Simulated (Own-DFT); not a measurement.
GaP (zincblende, atoms displaced) (calculated)

Computed with Own-DFT development build. A calculation, not a measurement: plane-wave PBE density functional theory by an unreviewed code, no spin, of a simulated periodic cell, stress positive in tension, free energy of the whole cell less one offset for each atom, forces on such cells passed a denser k mesh, this cell's mesh not checked; offsets are fitted by least squares, one for each functional and potential file, so energies compare only between cells with the same atoms and settings and are not formation energies; the far tail of each file's local potential was reset to the Coulomb form; each entry is a single point on an unrelaxed cell, so the pressure reflects the starting lattice, mostly measured values (interpolated for alloys), from which strain is counted, and rises with the displacements; printed positions are rounded, which can move forces by about a meV/angstrom; the program, named Own-DFT, is a retired in-house code; no spin-orbit coupling; before rounding, a Quantum ESPRESSO 7.3.1 run of the same cell and cutoff gave forces within 1 meV/angstrom rms on each cell, which checks the program and not the settings.

```xyz
96
Lattice="16.3515 0.0000 0.0000 0.0000 10.9010 0.0000 0.0000 0.0000 10.9010" Properties=species:S:1:pos:R:3:force_x:R:1:force_y:R:1:force_z:R:1 formula=GaP functional=PBE potential_files=PseudoDojo_norm-conserving,scalar-relativistic,standard_set wave_cutoff=42 occupations=Fermi-Dirac smearing_width=0.1 k_mesh=2_x_3_x_3_centred_on_Gamma free_energy_of_cell_above_offsets=-50.281 pressure=3.23 stress_xx=-3.18 stress_yy=-3.24 stress_zz=-3.27 stress_yz=0.64 stress_xz=-0.06 stress_xy=-0.19
Ga     0.0406     0.0232     0.0400      0.043     -0.345     -0.258
Ga    16.3018     2.7698     2.6770      0.103      0.073      0.376
Ga     2.7006     0.0899     2.7303      0.062     -0.292     -0.135
Ga     2.7306     2.7310     0.0652      0.651      0.102     -1.222
P      1.3308     1.4959     1.3213     -0.015     -1.347      0.797
P      1.3992     4.0092     4.0776     -1.124      1.235     -0.729
P      4.1038     1.4203     4.1117     -0.284      -0.61      0.062
P      4.1149     4.0591     1.3609      0.003      0.457     -0.071
Ga     0.0069     0.0011     5.4572      0.036      0.368      0.055
Ga    16.2998     2.6939     8.2364       0.51     -0.146     -0.489
Ga     2.6354    10.8636     8.1087      0.958     -0.258      0.486
Ga     2.7482     2.8448     5.3712      0.235     -1.414      0.882
P      1.4663     1.3789     6.7762     -1.157      0.672      -0.15
P      1.3204     4.0719     9.6192      0.445      0.142     -0.684
P      4.1423     1.3284     9.5103     -1.279      0.183      0.264
P      4.0305     4.1089     6.7650       0.41     -0.263      1.212
Ga    16.2887     5.4598    10.8741      0.904      -0.01      1.067
Ga    16.3098     8.2072     2.7790      0.921      0.822     -0.959
Ga     2.7877     5.3916     2.7570     -0.458      0.679     -0.287
Ga     2.7253     8.1884    10.8278     -0.094      0.059      0.685
P      1.3549     6.8789     1.3971      0.268     -0.669     -0.258
P      1.4164     9.5208     4.1406     -0.816      0.857     -1.015
P      4.1227     6.7698     4.1746      -0.64      0.766      -1.37
P      4.0930     9.5888     1.3352     -0.379     -0.522      0.599
Ga     0.0599     5.5132     5.4223     -0.608     -1.345      -0.28
Ga     0.0152     8.1968     8.1945     -0.651      -1.64     -0.633
Ga     2.6857     5.4642     8.1598      0.181     -0.502      0.627
Ga     2.6978     8.1726     5.3989      0.759     -0.422      1.148
P      1.3610     6.7222     6.7838      0.157      1.605       0.47
P      1.2827     9.4597     9.4811       1.08      1.373      1.043
P      4.1101     6.8531     9.5079     -0.755     -1.261      0.685
P      4.1376     9.5123     6.8269     -0.723      0.161     -0.463
Ga     5.4289     0.0395     0.0385       0.51     -0.596     -0.708
Ga     5.3910     2.7081     2.7382      1.019      0.259     -0.016
Ga     8.0942    10.8705     2.7663      1.046      0.598     -0.514
Ga     8.1281     2.7167     0.0527      0.393       0.16     -0.383
P      6.7766     1.3540     1.3538      0.257      0.211      0.652
P      6.7982     4.1063     4.1229      0.136     -0.183     -0.522
P      9.5298     1.3851     4.1466     -0.116      0.216     -0.836
P      9.5828     4.1472     1.2945     -0.858     -0.877      0.906
Ga     5.4782     0.0151     5.4274     -0.419     -0.269      0.217
Ga     5.4342     2.7394     8.2064      0.376       0.37     -0.354
Ga     8.1460     0.0774     8.1908      0.347     -1.099     -0.238
Ga     8.1910     2.7781     5.5239     -0.414      -0.48     -0.095
P      6.7823     1.2996     6.8380      0.028       1.29     -0.246
P      6.8882     4.1706     9.5656     -0.537     -0.637     -0.298
P      9.5164     1.3848     9.5061     -0.053      0.329      0.502
P      9.5309     4.0930     6.8854      0.683      -0.15     -0.084
Ga     5.4580     5.4407     0.0008      0.062      0.418      0.103
Ga     5.4954     8.1515     2.7668     -0.367      0.513      0.066
Ga     8.1802     5.4635     2.6679     -0.166     -0.165      0.434
Ga     8.1590     8.1602    10.8570      0.575       0.41      0.412
P      6.8434     6.8635     1.3625     -0.484      -0.52     -0.208
P      6.8631     9.5702     4.1372     -0.459     -0.981      0.183
P      9.4861     6.8724     4.0768      0.551     -1.501     -0.067
P      9.5631     9.5007     1.4089      -0.19      0.099     -0.177
Ga     5.3468     5.4099     5.4423      1.507      0.041      0.565
Ga     5.3819     8.1202     8.2041      1.507      0.785     -0.768
Ga     8.2909     5.5000     8.2375     -1.039      0.138     -0.809
Ga     8.2889     8.1374     5.4864     -1.467      0.417      0.144
P      6.8008     6.8211     6.7607      0.165     -0.457      0.647
P      6.8594     9.5189     9.5247      -0.78      0.311      0.005
P      9.6051     6.8101     9.5639     -0.598      0.342      0.362
P      9.5429     9.5023     6.7799      0.206      0.904        0.7
Ga    10.8350     0.0245    10.8635      0.517      -0.21      0.541
Ga    10.9288     2.7970     2.6930     -0.564     -0.976     -0.234
Ga    13.5790     0.0105     2.8366      0.402      0.294     -1.204
Ga    13.6426     2.7250     0.0281      0.317      0.205     -0.521
P     12.3227     1.4038     1.3461     -0.987     -0.672       0.26
P     12.2458     4.0065     4.0777      0.573      1.416      0.125
P     14.9328     1.4507     4.0571      1.194     -1.276          0
P     14.9665     4.1286     1.3864      -0.11      0.059      -0.43
Ga    10.9221    10.8455     5.3589     -1.373      1.186      1.642
Ga    10.9870     2.7010     8.2408     -0.941     -0.018     -0.715
Ga    13.4771    10.8540     8.1732      2.016      0.495     -0.577
Ga    13.6371     2.6778     5.3997     -0.683      0.465      1.292
P     12.2009     1.3106     6.8388        0.4      0.311     -0.925
P     12.2720     4.0642     9.4867      0.433      0.697      1.113
P     15.0024     1.2830     9.5900     -0.777      0.248     -0.558
P     14.9921     4.0601     6.7885      0.083      0.323     -0.084
Ga    10.8535     5.4653     0.0135      1.332     -0.073     -0.562
Ga    10.9283     8.0733     2.8070      0.018       1.05     -0.708
Ga    13.6412     5.5255     2.6906     -0.171     -0.598      0.558
Ga    13.5966     8.2296    10.8768      0.265     -0.067      0.049
P     12.2609     6.8248     1.3534     -0.009      0.123     -0.117
P     12.1917     9.6269     4.1050      1.252      -2.11     -0.711
P     15.0956     6.8211     4.0146     -1.699     -0.227      1.178
P     14.9860     9.5986     1.3624     -0.289     -0.229      0.548
Ga    10.8606     5.4003     5.4065       0.27      0.353      0.457
Ga    10.8206     8.1840     8.2392      0.696      0.084     -0.994
Ga    13.6519     5.4717     8.1850        0.1     -0.524     -0.292
Ga    13.5435     8.1687     5.4773      0.948      0.204     -0.379
P     12.2971     6.8257     6.8724     -1.073     -0.335     -0.412
P     12.2440     9.5466     9.4514     -0.809     -0.522       1.53
P     14.9827     6.7587     9.5840     -0.324      1.166     -0.596
P     15.0538     9.4766     6.8269     -1.166       0.75     -0.305
```

Units: wave_cutoff in hartree; smearing_width, free_energy_of_cell_above_offsets in eV; pressure, stress_xx, stress_yy, stress_zz, stress_yz, stress_xz, stress_xy in GPa; force_x, force_y, force_z in eV/Å.
